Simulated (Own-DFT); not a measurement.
# A layer strained by its substrate: wurtzite AlGaN with randomly placed atoms, 72 atoms (Al27Ga9N36)

The numbers are computed, not measured, by runs of the plane-wave DFT program Own-DFT (in-house, retired, unreviewed) at fixed positions, with no spin and no spin-orbit coupling.

Settings: PBE; PseudoDojo norm-conserving scalar-relativistic files; cutoff 42 hartree; 4 x 4 x 3 k mesh centred on Gamma; Fermi-Dirac smearing of 0.1 eV.

Limits: forces on such cells passed a denser k mesh, each cell not checked; stress not checked against mesh or cutoff.

Unstrained cell vectors in Å: (9.394, 0.000, 0.000); (-4.697, 8.135, 0.000); (0.000, 0.000, 10.066). The unstrained cell has measured lattice constants (interpolated for alloys), not those of this functional. That, the random moves and any unrelaxed bonds set the pressure at no strain. Each run strains x and y alike by e, as a substrate would, and holds the height along z. Each coordinate of each atom was shifted by a normal deviate of width 0.05 Å. The random placing of the alloy's atoms differs from row to row. Stress is positive in tension.

| e (%) | u (Å) | (s_xx + s_yy)/2 (GPa) | s_zz (GPa) |
|---|---|---|---|
| -2.00 | 0.046 | -18.45 | -10.29 |
| -1.75 | 0.051 | -17.27 | -9.43 |
| -0.75 | 0.049 | -10.03 | -9.00 |
| -0.50 | 0.045 | ? | ? |
| -0.25 | 0.050 | -6.62 | -9.32 |
| 0.25 | 0.045 | -5.05 | -5.42 |
| 1.00 | 0.047 | -0.75 | -4.89 |
| 2.00 | 0.048 | 3.94 | -4.07 |
| 2.75 | 0.050 | 7.22 | -4.02 |
| 3.00 | 0.050 | 8.97 | -4.68 |

## Working it out

With e as a fraction, the in-plane stress is -6.0 + 569 e - 2906 e² GPa (errors 13 and 710, scatter 0.52), and s_zz is -7.4 + 130 e GPa (slope ± 22, scatter 1.15). At e = 0 the first slope is C11 + C12 and the second 2 C13, both with the ions held to the strained lattice and at the cell's own pressure. The term in e² is negative: the layer stiffens under compression and softens under tension. A free layer would change its height as e changes, and the in-plane slope would drop by 2 C13²/C33 to the biaxial modulus. At fixed height, a misfit of 1 % moves the in-plane stress by about 5.7 GPa and s_zz by 1.3 GPa.

## The run left out

Asked: what are the two stresses at e = -0.50 %?

The fitted form gives -8.9 and -8.1 GPa. The run itself gave -9.36 and -6.48 GPa.
